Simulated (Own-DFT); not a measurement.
# PBE against PBEsol on the same cells

All numbers below are calculated, not measured. The program, named Own-DFT, is a retired in-house plane-wave density functional code that no person has reviewed. Each row is one single-point run on a periodic cell that was not relaxed, without spin or spin-orbit coupling.

Known limits, some of them of some rows only: not probed for a lower state with spin; forces on such cells failed a check on a denser k mesh; forces on such cells moved up to 12 meV/angstrom on a denser k mesh; forces on such cells passed a denser k mesh, each cell not checked; stress not checked against mesh or cutoff.

Each cell was run twice at the same cutoff, k mesh and smearing, with PBE and with PBEsol, on PseudoDojo norm-conserving files made for PBE. Atoms were moved at random from their sites; u is the rms move along one axis. Files made for PBEsol would give a somewhat different change.

```
cell,atoms,volume (Å³/atom),u (Å),cutoff (hartree),P with PBE (GPa),P with PBEsol (GPa),change (GPa)
C40 NbSi2 with one Si vacancy (Nb12Si23),35,15.06,0.032,42,1.12,-2.45,-3.57
C40 NbSi2 with one Si vacancy (Nb12Si23),35,15.06,0.030,42,1.03,-2.54,-3.57
C40 NbSi2 with one Si vacancy (Nb12Si23),35,15.06,0.055,42,1.77,-1.80,-3.57
diamond-structure SiGe in clusters (Ge8Si56),64,20.34,0.063,42,3.03,1.52,-1.51
diamond-structure SiGe in clusters (Ge8Si56),64,20.34,0.065,42,2.96,1.44,-1.51
diamond-structure SiGe in clusters (Ge8Si56),64,20.34,0.061,42,3.04,1.53,-1.51
diamond-structure SiGeSn with randomly placed atoms (Ge52Si8Sn4),64,22.93,0.031,49,4.26,1.43,-2.84
diamond-structure SiGeSn with randomly placed atoms (Ge52Si8Sn4),64,22.02,0.047,49,8.06,4.99,-3.07
diamond-structure SiGeSn with randomly placed atoms (Ge52Si8Sn4),64,22.93,0.031,49,4.21,?,?
zincblende AlGaAs with randomly placed atoms (Al24As32Ga8),64,22.11,0.053,42,5.45,3.20,-2.25
zincblende AlGaAs with randomly placed atoms (Al24As32Ga8),64,23.13,0.050,42,1.84,-0.25,-2.09
zincblende AlGaAs with randomly placed atoms (Al24As32Ga8),64,23.00,0.051,42,2.32,0.22,-2.11
```

## Worked reading

Mean change of pressure by composition, in GPa: Nb12Si23, -3.57; Ge13Si2Sn, -2.95; Al3As4Ga, -2.15; GeSi7, -1.51. At a fixed cell PBEsol gives the lower pressure, because it favours a smaller volume than PBE. Here the change varies more between materials than between cells of one material.

## Withheld value

Question: what PBEsol pressure should the Ge52Si8Sn4 cell with the blank give?

Adding the mean change of the cells with its composition, -2.95 GPa, to 4.21 gives 1.3 GPa. The calculation gave 1.37 GPa.
